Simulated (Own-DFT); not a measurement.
# Computed records: SiGe (diamond-structure random alloy, atoms displaced), Al3GaN4 (wurtzite random alloy, strained, atoms displaced)

A calculation, not a measurement: plane-wave PBEsol density functional theory by an unreviewed code, no spin, of a simulated periodic cell, stress positive in tension, free energy of the whole cell less one offset for each atom, forces on such cells passed a denser k mesh, this cell's mesh not checked; offsets are fitted by least squares, one for each functional and potential file, so energies compare only between cells with the same atoms and settings and are not formation energies; the far tail of each file's local potential was reset to the Coulomb form; each entry is a single point on an unrelaxed cell, so the pressure reflects the starting lattice, mostly measured values, from which strain is counted, and rises with the displacements; printed positions are rounded, which can move forces by about a meV/angstrom; the program is a retired in-house code; no spin-orbit coupling. Program: Own-DFT development build.

Settings shared by all entries: functional PBEsol; potential files PseudoDojo norm-conserving, scalar-relativistic, made for PBE, standard set; wave cutoff 42 hartree; occupations Fermi-Dirac; smearing width 0.1 eV; hardware one NVIDIA H100.

(1) 
```cif
# cell vector a (Å): 11.0890 0.0000 0.0000
# cell vector b (Å): 0.0000 11.0890 0.0000
# cell vector c (Å): 0.0000 0.0000 11.0890
data_SiGe
_symmetry_space_group_name_H-M 'P 1'
_symmetry_Int_Tables_number 1
_cell_length_a 11.0890
_cell_length_b 11.0890
_cell_length_c 11.0890
_cell_angle_alpha 90.000
_cell_angle_beta 90.000
_cell_angle_gamma 90.000
_cell_volume 1363.57
loop_
_atom_site_label
_atom_site_type_symbol
_atom_site_fract_x
_atom_site_fract_y
_atom_site_fract_z
_atom_site_occupancy
Si1 Si 0.00073 0.00446 0.99941 1
Si2 Si 0.99647 0.24674 0.25018 1
Ge1 Ge 0.25283 0.00343 0.25320 1
Si3 Si 0.25153 0.24571 0.99970 1
Ge2 Ge 0.12286 0.12695 0.12657 1
Si4 Si 0.12625 0.37358 0.37186 1
Ge3 Ge 0.37458 0.12627 0.37268 1
Ge4 Ge 0.37782 0.37523 0.11884 1
Ge5 Ge 0.00080 0.99246 0.50234 1
Ge6 Ge 0.99942 0.25055 0.74984 1
Si5 Si 0.25184 0.99706 0.75325 1
Ge7 Ge 0.24656 0.24999 0.50063 1
Ge8 Ge 0.12191 0.12054 0.62243 1
Ge9 Ge 0.12601 0.37475 0.87321 1
Si6 Si 0.37310 0.12482 0.87807 1
Si7 Si 0.37870 0.37267 0.62464 1
Si8 Si 0.99920 0.49686 0.00289 1
Si9 Si 0.00202 0.74610 0.25183 1
Si10 Si 0.24671 0.49714 0.24830 1
Si11 Si 0.24871 0.75560 0.00003 1
Ge10 Ge 0.12581 0.62035 0.12604 1
Ge11 Ge 0.12324 0.87498 0.37119 1
Ge12 Ge 0.37365 0.62998 0.37139 1
Ge13 Ge 0.37542 0.87195 0.12516 1
Ge14 Ge 0.00096 0.49848 0.49489 1
Si12 Si 0.99684 0.74890 0.75438 1
Si13 Si 0.25223 0.50189 0.75523 1
Si14 Si 0.25048 0.74972 0.50142 1
Ge15 Ge 0.12359 0.62107 0.62666 1
Ge16 Ge 0.12657 0.87421 0.86845 1
Si15 Si 0.37111 0.62224 0.87691 1
Ge17 Ge 0.37568 0.87277 0.62438 1
Ge18 Ge 0.49885 0.99925 0.00141 1
Si16 Si 0.50328 0.24363 0.24896 1
Si17 Si 0.74297 0.99712 0.24790 1
Si18 Si 0.74649 0.25221 0.99673 1
Si19 Si 0.62522 0.12517 0.12228 1
Ge19 Ge 0.62252 0.37193 0.37527 1
Si20 Si 0.86960 0.12451 0.37278 1
Si21 Si 0.87351 0.37594 0.12849 1
Ge20 Ge 0.50222 0.99783 0.50461 1
Ge21 Ge 0.50251 0.24428 0.75444 1
Si22 Si 0.75205 0.99876 0.75218 1
Ge22 Ge 0.74906 0.24880 0.50450 1
Ge23 Ge 0.62130 0.12539 0.62702 1
Ge24 Ge 0.62506 0.37385 0.87001 1
Ge25 Ge 0.87374 0.12496 0.87491 1
Si23 Si 0.87895 0.37618 0.62381 1
Si24 Si 0.49720 0.50323 0.99779 1
Si25 Si 0.50778 0.74770 0.24688 1
Ge26 Ge 0.75072 0.50340 0.24532 1
Si26 Si 0.75340 0.74675 0.00096 1
Ge27 Ge 0.62405 0.62303 0.12684 1
Si27 Si 0.62218 0.87918 0.37230 1
Ge28 Ge 0.87887 0.62536 0.37544 1
Ge29 Ge 0.87543 0.87899 0.12475 1
Ge30 Ge 0.49962 0.49747 0.49775 1
Si28 Si 0.49949 0.74642 0.74755 1
Si29 Si 0.75047 0.49660 0.75342 1
Si30 Si 0.75049 0.75513 0.50307 1
Si31 Si 0.62530 0.62827 0.62743 1
Si32 Si 0.62606 0.87234 0.87323 1
Ge31 Ge 0.87477 0.61995 0.86721 1
Ge32 Ge 0.87690 0.87492 0.62558 1
_calc_k_mesh '3 x 3 x 3 centred on Gamma'
_calc_free_energy_of_cell_above_offsets '-2.778'  # eV
_calc_pressure 0.48  # GPa
_calc_stress_xx -0.51  # GPa
_calc_stress_yy -0.49  # GPa
_calc_stress_zz -0.44  # GPa
_calc_stress_yz -0.18  # GPa
_calc_stress_xz 0.2  # GPa
_calc_stress_xy -0.65  # GPa
_calc_wall_time 468.8  # s
```

Force:
```csv
element,x (eV/Å),y (eV/Å),z (eV/Å)
Si,0.171,-0.492,-0.192
Si,-0.157,0.6,0.377
Ge,-0.459,-0.613,-0.653
Si,-0.265,0.453,-0.137
Ge,0.201,-0.048,-0.281
Si,-0.362,-0.244,-0.297
Ge,0.651,0.236,0.75
Ge,-0.159,-0.4,0.734
Ge,-0.555,0.969,-1.107
Ge,-0.065,-0.013,-0.37
Si,0.32,0.748,-0.63
Ge,0.38,0.367,0.007
Ge,0.58,-0.032,0.771
Ge,0.263,0.013,0.706
Si,-0.151,-0.457,-0.12
Si,-0.552,0.223,0.638
Si,-0.205,-0.087,-0.316
Si,-0.168,0.454,-0.629
Si,0.719,-0.148,0.194
Si,0.02,-1.036,-0.16
Ge,-0.142,0.619,-0.436
Ge,0.553,-0.653,0.372
Ge,-0.038,-0.421,-0.083
Ge,0.13,-0.075,0.379
Ge,0.249,-0.556,0.371
Si,0.395,-0.11,-0.888
Si,0.204,-0.651,-0.869
Si,-0.475,0.042,-0.222
Ge,0.332,0.59,0.226
Ge,-0.569,0.145,0.974
Si,0.333,1.012,0.054
Ge,-0.324,-0.208,0.48
Ge,0.386,0.033,-0.544
Si,-0.171,0.57,-0.443
Si,0.476,0.758,0.067
Si,0.463,-0.066,0.834
Si,0.222,0.042,0.069
Ge,0.452,-0.05,-0.555
Si,0.191,-0.58,0.151
Si,0.175,-0.599,-0.762
Ge,-0.397,0.172,-0.9
Ge,-1.26,0.437,-0.325
Si,-0.533,-0.153,-0.164
Ge,0.496,0.243,-0.307
Ge,1.083,-0.702,0.335
Ge,-0.16,0.557,0.985
Ge,-0.207,0.079,0.301
Si,-0.623,0.108,0.237
Si,0.389,-0.171,-0.297
Si,-0.794,0.646,0.636
Ge,0.13,-0.758,0.953
Si,-0.346,0.28,-0.476
Ge,0.068,0.315,-1.208
Si,0.399,-0.832,0.331
Ge,-0.895,0.684,0.089
Ge,0.206,-0.596,0.086
Ge,-0.082,0.695,0.53
Si,-0.039,0.013,0.793
Si,-0.093,0.159,-1.616
Si,-0.493,-0.441,-0.585
Si,0.396,-0.585,-0.276
Si,0.091,-0.261,0.13
Ge,0.118,0.15,1.5
Ge,-0.502,-0.372,0.789
```

(2) 
```cif
# cell vector a (Å): 11.0890 0.0000 0.0000
# cell vector b (Å): 0.0000 11.0890 0.0000
# cell vector c (Å): 0.0000 0.0000 11.0890
data_SiGe
_symmetry_space_group_name_H-M 'P 1'
_symmetry_Int_Tables_number 1
_cell_length_a 11.0890
_cell_length_b 11.0890
_cell_length_c 11.0890
_cell_angle_alpha 90.000
_cell_angle_beta 90.000
_cell_angle_gamma 90.000
_cell_volume 1363.57
loop_
_atom_site_label
_atom_site_type_symbol
_atom_site_fract_x
_atom_site_fract_y
_atom_site_fract_z
_atom_site_occupancy
Si1 Si 0.99590 0.00107 0.99555 1
Si2 Si 0.00312 0.24697 0.25061 1
Si3 Si 0.25028 0.99843 0.24799 1
Ge1 Ge 0.24555 0.24861 0.00305 1
Ge2 Ge 0.12375 0.12548 0.12815 1
Si4 Si 0.12101 0.37415 0.37758 1
Ge3 Ge 0.37609 0.12655 0.37363 1
Ge4 Ge 0.37660 0.37580 0.13000 1
Si5 Si 0.99830 0.99931 0.50133 1
Ge5 Ge 0.00241 0.24919 0.74561 1
Ge6 Ge 0.24603 0.99841 0.74913 1
Si6 Si 0.24958 0.25057 0.50033 1
Si7 Si 0.12252 0.12376 0.62324 1
Ge7 Ge 0.12655 0.37773 0.87726 1
Ge8 Ge 0.37453 0.12382 0.87947 1
Ge9 Ge 0.37363 0.37491 0.62768 1
Ge10 Ge 0.00005 0.49965 0.99867 1
Ge11 Ge 0.00482 0.75259 0.24759 1
Ge12 Ge 0.25313 0.49598 0.24743 1
Ge13 Ge 0.24982 0.75083 0.99454 1
Ge14 Ge 0.12371 0.62831 0.12797 1
Si8 Si 0.12694 0.87303 0.37642 1
Si9 Si 0.37661 0.62967 0.37462 1
Ge15 Ge 0.37892 0.87359 0.12815 1
Si10 Si 0.99193 0.49959 0.49838 1
Si11 Si 0.00079 0.75282 0.74859 1
Ge16 Ge 0.24921 0.49956 0.74733 1
Ge17 Ge 0.25447 0.75252 0.49701 1
Si12 Si 0.12316 0.62851 0.62751 1
Ge18 Ge 0.13057 0.88079 0.87932 1
Si13 Si 0.37660 0.62679 0.87930 1
Ge19 Ge 0.36890 0.87521 0.62457 1
Ge20 Ge 0.49979 0.00265 0.00529 1
Si14 Si 0.50384 0.24714 0.25033 1
Ge21 Ge 0.74997 0.99825 0.25110 1
Si15 Si 0.74913 0.24854 0.99823 1
Si16 Si 0.62786 0.12335 0.12266 1
Ge22 Ge 0.62484 0.37804 0.37457 1
Ge23 Ge 0.87741 0.12306 0.37397 1
Si17 Si 0.87402 0.37518 0.12320 1
Si18 Si 0.49819 0.00146 0.49338 1
Ge24 Ge 0.50182 0.24876 0.75195 1
Si19 Si 0.74792 0.00017 0.75412 1
Ge25 Ge 0.75418 0.24718 0.50368 1
Ge26 Ge 0.62393 0.12766 0.62079 1
Si20 Si 0.62575 0.37637 0.87202 1
Si21 Si 0.87323 0.12715 0.88195 1
Si22 Si 0.87134 0.36958 0.62406 1
Ge27 Ge 0.49777 0.49191 0.99602 1
Si23 Si 0.50645 0.75217 0.25194 1
Ge28 Ge 0.74677 0.50144 0.24530 1
Ge29 Ge 0.74968 0.74928 0.99729 1
Ge30 Ge 0.62451 0.62280 0.12358 1
Si24 Si 0.62510 0.87421 0.37351 1
Ge31 Ge 0.87142 0.62055 0.37454 1
Si25 Si 0.87397 0.87662 0.12937 1
Si26 Si 0.49861 0.49712 0.50054 1
Si27 Si 0.50049 0.75193 0.75344 1
Si28 Si 0.75091 0.49797 0.74470 1
Ge32 Ge 0.74829 0.75196 0.50133 1
Si29 Si 0.62366 0.62393 0.62284 1
Si30 Si 0.62622 0.87654 0.87719 1
Si31 Si 0.87544 0.62580 0.87718 1
Si32 Si 0.87538 0.87011 0.62200 1
_calc_k_mesh '3 x 3 x 3 centred on Gamma'
_calc_free_energy_of_cell_above_offsets '-2.668'  # eV
_calc_pressure 0.57  # GPa
_calc_stress_xx -0.58  # GPa
_calc_stress_yy -0.57  # GPa
_calc_stress_zz -0.55  # GPa
_calc_stress_yz -0.11  # GPa
_calc_stress_xz 0.34  # GPa
_calc_stress_xy 0.67  # GPa
_calc_wall_time 508.4  # s
```

Force:
```csv
element,x (eV/Å),y (eV/Å),z (eV/Å)
Si,-0.005,-0.088,1.118
Si,-0.601,0.959,0.039
Si,-0.154,-0.125,0.561
Ge,0.599,0.365,0.06
Ge,-0.354,-0.902,-0.295
Si,0.167,0.028,0.007
Ge,-0.475,-0.001,-0.248
Ge,0.399,-1.253,-0.53
Si,0.389,-0.54,-0.076
Ge,-0.522,-0.028,0.691
Ge,0.324,1.033,-0.236
Si,-0.425,-0.094,0.011
Si,0.353,-0.043,-0.442
Ge,-0.116,-0.431,-0.517
Ge,-0.233,0.102,-0.49
Ge,0.238,-0.34,-0.594
Ge,-0.475,0.328,0.43
Ge,-0.941,0.282,0.891
Ge,-0.721,0.955,1.298
Ge,0.481,-0.357,1.037
Ge,0.631,-0.678,-0.788
Si,-0.118,0.94,-0.102
Si,0.588,-0.739,-0.215
Ge,-0.396,-0.182,0.137
Si,0.861,-0.282,0.811
Si,-0.084,-0.17,0.529
Ge,0.071,1.046,0.54
Ge,-0.976,-0.835,0.086
Si,-0.275,-0.341,-0.766
Ge,-1.561,-0.423,-0.52
Si,0.105,-0.292,-1.029
Ge,1.538,0.262,0.157
Ge,0.524,-0.497,-0.424
Si,0.228,0.095,-0.259
Ge,-0.291,0.113,-0.186
Si,-0.154,0.6,0.342
Si,0.029,0.632,0.437
Ge,-0.064,-0.628,0.217
Ge,0.255,0.108,0.106
Si,0.15,-0.679,0.207
Si,0.253,-0.537,0.596
Ge,-0.159,0.186,0.137
Si,0.526,-0.047,-0.421
Ge,-0.33,0.397,-0.94
Ge,-0.121,-1.186,0.447
Si,0.672,-0.308,-0.095
Si,0.038,-0.226,-1.204
Si,0.683,0.922,0.253
Ge,0.166,0.78,0.116
Si,-0.464,-0.561,0.049
Ge,0.598,-0.615,0.095
Ge,0.294,0.368,0.411
Ge,-0.673,0.425,-0.412
Si,-0.215,0.341,0.412
Ge,0.308,0.756,-0.271
Si,0.397,-0.136,-1.026
Si,-0.183,0.839,-0.11
Si,0.11,-0.266,-0.166
Si,0.009,0.429,0.479
Ge,-0.245,-0.334,-0.217
Si,-0.338,-0.079,0.495
Si,-0.403,0.114,-0.335
Si,0.062,-0.171,-1.145
Si,0.025,1.01,0.859
```

(3) 
```cif
# cell vector a (Å): 9.2763 0.0000 0.0000
# cell vector b (Å): -4.6382 8.0335 0.0000
# cell vector c (Å): 0.0000 0.0000 10.0655
data_Al3GaN4
_symmetry_space_group_name_H-M 'P 1'
_symmetry_Int_Tables_number 1
_cell_length_a 9.2763
_cell_length_b 9.2763
_cell_length_c 10.0655
_cell_angle_alpha 90.000
_cell_angle_beta 90.000
_cell_angle_gamma 120.000
_cell_volume 750.09
loop_
_atom_site_label
_atom_site_type_symbol
_atom_site_fract_x
_atom_site_fract_y
_atom_site_fract_z
_atom_site_occupancy
Al1 Al 0.11454 0.22028 0.00964 1
Al2 Al 0.22342 0.11191 0.24905 1
N1 N 0.10622 0.22963 0.19603 1
N2 N 0.21906 0.10879 0.44165 1
Ga1 Ga 0.11406 0.23109 0.49497 1
Al3 Al 0.20905 0.11031 0.74965 1
N3 N 0.10768 0.22903 0.69340 1
N4 N 0.22996 0.10999 0.93926 1
Al4 Al 0.11171 0.54942 0.00375 1
Al5 Al 0.21291 0.42812 0.25861 1
N5 N 0.10953 0.54268 0.18786 1
N6 N 0.21629 0.44679 0.44421 1
Al6 Al 0.11502 0.55529 0.50704 1
Al7 Al 0.21824 0.44445 0.75495 1
N7 N 0.10850 0.56081 0.68298 1
N8 N 0.21713 0.44460 0.94008 1
Al8 Al 0.10395 0.88751 0.99992 1
Al9 Al 0.21169 0.76671 0.24783 1
N9 N 0.11189 0.90070 0.18517 1
N10 N 0.21496 0.77369 0.44582 1
Al10 Al 0.10837 0.88854 0.49621 1
Ga2 Ga 0.22750 0.76810 0.75449 1
N11 N 0.11636 0.88599 0.69123 1
N12 N 0.23488 0.78664 0.93823 1
Ga3 Ga 0.45291 0.22660 0.99602 1
Ga4 Ga 0.54565 0.10474 0.24197 1
N13 N 0.45156 0.22961 0.19213 1
N14 N 0.54836 0.10131 0.43176 1
Al11 Al 0.44611 0.22701 0.49892 1
Al12 Al 0.56156 0.10561 0.74657 1
N15 N 0.44115 0.21246 0.68694 1
N16 N 0.55902 0.11446 0.94339 1
Al13 Al 0.44264 0.55425 0.00674 1
Al14 Al 0.56608 0.44853 0.24698 1
N17 N 0.43938 0.55562 0.18550 1
N18 N 0.55600 0.44090 0.43742 1
Al15 Al 0.44229 0.55048 0.50177 1
Al16 Al 0.54564 0.43879 0.75699 1
N19 N 0.44013 0.54512 0.69214 1
N20 N 0.56576 0.45046 0.94114 1
Ga5 Ga 0.43839 0.88545 0.99609 1
Al17 Al 0.55131 0.76851 0.25878 1
N21 N 0.43951 0.88827 0.18505 1
N22 N 0.54877 0.76995 0.43956 1
Al18 Al 0.43493 0.87658 0.49966 1
Al19 Al 0.56254 0.78631 0.75090 1
N23 N 0.42758 0.88035 0.69024 1
N24 N 0.55807 0.78049 0.94393 1
Al20 Al 0.78171 0.22132 0.99908 1
Ga6 Ga 0.88801 0.11482 0.26096 1
N25 N 0.77561 0.22027 0.18685 1
N26 N 0.89570 0.10960 0.44382 1
Al21 Al 0.78001 0.22266 0.50755 1
Al22 Al 0.87748 0.11011 0.74488 1
N27 N 0.77646 0.21276 0.68962 1
N28 N 0.90026 0.12145 0.94819 1
Ga7 Ga 0.77929 0.56208 0.99337 1
Ga8 Ga 0.88823 0.44079 0.25358 1
N29 N 0.76925 0.55882 0.19359 1
N30 N 0.88877 0.43728 0.43259 1
Al23 Al 0.78883 0.56650 0.49088 1
Al24 Al 0.88975 0.44141 0.74611 1
N31 N 0.77395 0.55218 0.69268 1
N32 N 0.87992 0.44420 0.93652 1
Al25 Al 0.78803 0.89538 0.98517 1
Ga9 Ga 0.89298 0.77612 0.25031 1
N33 N 0.77223 0.88569 0.17696 1
N34 N 0.89169 0.76886 0.43692 1
Al26 Al 0.78426 0.88630 0.49949 1
Al27 Al 0.89333 0.77630 0.74535 1
N35 N 0.77008 0.88054 0.69333 1
N36 N 0.88785 0.77692 0.93745 1
_calc_k_mesh '4 x 4 x 3 centred on Gamma'
_calc_free_energy_of_cell_above_offsets '-21.538'  # eV
_calc_pressure 9.18  # GPa
_calc_stress_xx -9.61  # GPa
_calc_stress_yy -11.63  # GPa
_calc_stress_zz -6.31  # GPa
_calc_stress_yz -0.12  # GPa
_calc_stress_xz 0.42  # GPa
_calc_stress_xy -1.54  # GPa
_calc_wall_time 504.5  # s
```

Force:
```csv
element,x (eV/Å),y (eV/Å),z (eV/Å)
Al,0.352,0.645,-0.923
Al,0.104,1.247,0.503
N,2.206,-2.691,-1.031
N,0.497,0.295,-0.973
Ga,1.176,-1.384,2.072
Al,2.066,-0.252,-0.152
N,-0.521,-1.101,-0.243
N,-2.227,0.023,0.079
Al,-1.43,0.93,-0.629
Al,0.597,4.113,-0.339
N,-0.208,1.417,0.373
N,1.525,1.261,-1.021
Al,-1.736,0.272,-1.867
Al,0.23,0.42,-0.42
N,0.624,-2.837,1.599
N,1.457,-0.507,0.229
Al,1.689,0.405,-0.746
Al,0.775,1.088,0.151
N,1.472,-1.605,0.214
N,0.137,-0.41,-1.754
Al,1.097,0.355,1.554
Ga,-3.328,0.486,0.738
N,-1.857,0.551,-0.784
N,-4.379,-3.231,0.827
Ga,-0.463,-0.018,0.965
Ga,1.377,0.415,0.898
N,-2.102,0.035,-0.573
N,0.662,0.523,2.435
Al,0.684,-1.595,0.171
Al,-2.956,-0.156,0.94
N,-0.313,0.815,0.707
N,1.759,-0.375,-1.993
Al,0.139,0.615,-1.612
Al,-3.203,-1.113,1.004
N,0.25,-1.236,2.153
N,-0.097,1.396,-0.146
Al,0.493,-0.316,0.403
Al,1.537,-0.457,-1.233
N,-1.052,1.504,-0.285
N,-3.167,-0.399,-0.599
Ga,2.703,1.751,1.624
Al,-0.257,1.405,-2.85
N,-0.057,-2.483,1.37
N,1.093,0.478,1.18
Al,-0.154,1.619,-0.113
Al,-2.086,-2.727,0.812
N,5.154,2.173,-1.543
N,0.997,-0.64,-1.772
Al,-0.792,0.436,0.746
Ga,-0.943,-1.787,-2.331
N,-0.067,0.087,-0.356
N,-2.083,-0.976,1.36
Al,-1.051,-0.96,-2.46
Al,3.806,-0.742,1.878
N,-1.434,1.834,-0.508
N,-0.33,-0.997,-2.366
Ga,0.779,-0.437,1.838
Ga,-0.822,-0.237,-2.081
N,3.154,0.117,-1.4
N,0.093,0.697,3.638
Al,-0.548,-4.544,2.186
Al,-1.104,0.584,0.709
N,0.205,-0.065,-1.203
N,2.741,-0.41,-0.347
Al,-1.629,-0.324,2.178
Ga,-1.745,1.287,-1.255
N,0.121,0.125,1.784
N,-1.044,3.208,0.604
Al,-1.035,-0.462,0.037
Al,0.17,-0.563,0.506
N,1.62,1.67,-1.223
N,0.677,1.752,-1.34
```
